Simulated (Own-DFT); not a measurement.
# Stretching a layer in its plane: wurtzite AlN, 72 atoms (Al36N36)

Everything here is calculated. The program is Own-DFT (plane waves, in-house, since retired, never reviewed by a person); positions were held fixed, and spin and spin-orbit coupling were off.

Method: PBE; PseudoDojo norm-conserving scalar-relativistic files; cutoff 42 hartree; 3 x 3 x 2 k mesh centred on Gamma; Fermi-Dirac smearing of 0.1 eV.

Limits: forces on such cells moved up to 12 meV/angstrom on a denser k mesh; stress not checked against mesh or cutoff.

Unstrained cell vectors in Å: (9.336, 0.000, 0.000); (-4.668, 8.085, 0.000); (0.000, 0.000, 9.964). The unstrained cell has measured lattice constants (interpolated for alloys), not those of this functional. That, the random moves and any unrelaxed bonds set the pressure at no strain. Each run strains x and y alike by e, as a substrate would, and holds the height along z. Each atom got a random Gaussian move of width 0.05 Å along each axis. Stress is positive in tension.

```
e (%),u (Å),(s_xx + s_yy)/2 (GPa),s_zz (GPa)
-2.75,0.051,-23.92,-10.02
-2.00,0.049,-17.90,-9.81
-1.25,0.051,-14.67,-4.97
-1.00,0.049,-12.01,-5.34
-0.75,0.050,-10.26,-6.60
1.25,0.048,?,?
1.50,0.048,2.28,-3.00
2.00,0.047,5.21,-3.02
2.75,0.051,8.33,-2.20
3.00,0.056,8.82,-1.81
```

## Worked fit

With e as a fraction, the in-plane stress is -5.9 + 583 e - 2535 e² GPa (errors 11 and 718, scatter 0.59), and s_zz is -5.4 + 133 e GPa (slope ± 20, scatter 1.25). At e = 0 the first slope is C11 + C12 and the second 2 C13, both with the ions held to the strained lattice and at the cell's own pressure. The term in e² is negative: the layer stiffens under compression and softens under tension. A free layer would change its height as e changes, and the in-plane slope would drop by 2 C13²/C33 to the biaxial modulus. At fixed height, a misfit of 1 % moves the in-plane stress by about 5.8 GPa and s_zz by 1.3 GPa.

## Withheld run

Q: what are the two stresses at e = 1.25 %?

Estimate: 1.0 and -3.8 GPa. The hidden result is 0.60 and -2.47 GPa.
